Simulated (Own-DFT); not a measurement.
# Two functionals across a range of volumes: C49 TiSi2, 60 atoms (Si40Ti20)

Source: density functional calculations with Own-DFT, an unreviewed in-house program that is no longer used. Nothing was measured or relaxed, and spin and spin-orbit coupling are left out.

Keep in mind: forces on such cells moved up to 12 meV/angstrom on a denser k mesh; stress not checked against mesh or cutoff.

Each geometry was run with PBE and with PBEsol, otherwise alike: PseudoDojo norm-conserving scalar-relativistic files made for PBE; cutoff 42 hartree; 4 x 4 x 4 k mesh centred on Gamma; cold (Marzari-Vanderbilt) smearing of 0.2 eV. Unstrained cell vectors in Å: (5.295, -6.759, 3.565); (7.060, 0.000, -7.130); (5.295, 6.759, 3.565). Each has a uniform strain, of which the change of volume is shown, and random moves of rms u per axis.

```
run,volume change (%),u (Å),P with PBE (GPa),P with PBEsol (GPa)
1,-2.12,0.0470,6.49,3.08
2,-2.03,0.0522,6.88,3.48
3,-3.96,0.0528,10.37,6.88
4,0.46,0.0536,3.35,0.05
5,-2.18,0.0545,7.56,4.15
6,3.28,0.0512,-0.80,-3.99
7,-4.12,0.0514,10.03,6.53
8,1.17,0.0481,1.18,-2.10
9,-1.23,0.0481,4.48,1.10
10,-1.35,0.0485,4.49,1.10
11,-2.29,0.0501,7.41,?
```

The question: by how much does PBEsol shrink this cell, and what belongs in the blank?

## Working it out

Write v for the change of volume as a fraction. Fitted to v and u², the PBE pressure has a slope of -150 ± 6 GPa in v, with the ions held to the strained lattice. The difference PBEsol less PBE is -3.32 + 4.1 v GPa (slope ± 0.1) and averages -3.37 GPa. Divided by the mean slope of the two, 148 GPa, that makes PBEsol's volume at a given pressure, near 4 GPa, about 2.3 % smaller, or 0.76 % in lengths. At one volume PBEsol's slope is the smaller by 4 GPa, but its pressure there is lower too. If stiffness rises by about 4 GPa for each GPa, PBEsol at equal pressure is stiffer by about 9 GPa. Files made for PBEsol would give a different shift.

For run 11 the line gives 3.99 GPa. The run itself gave 4.00 GPa.
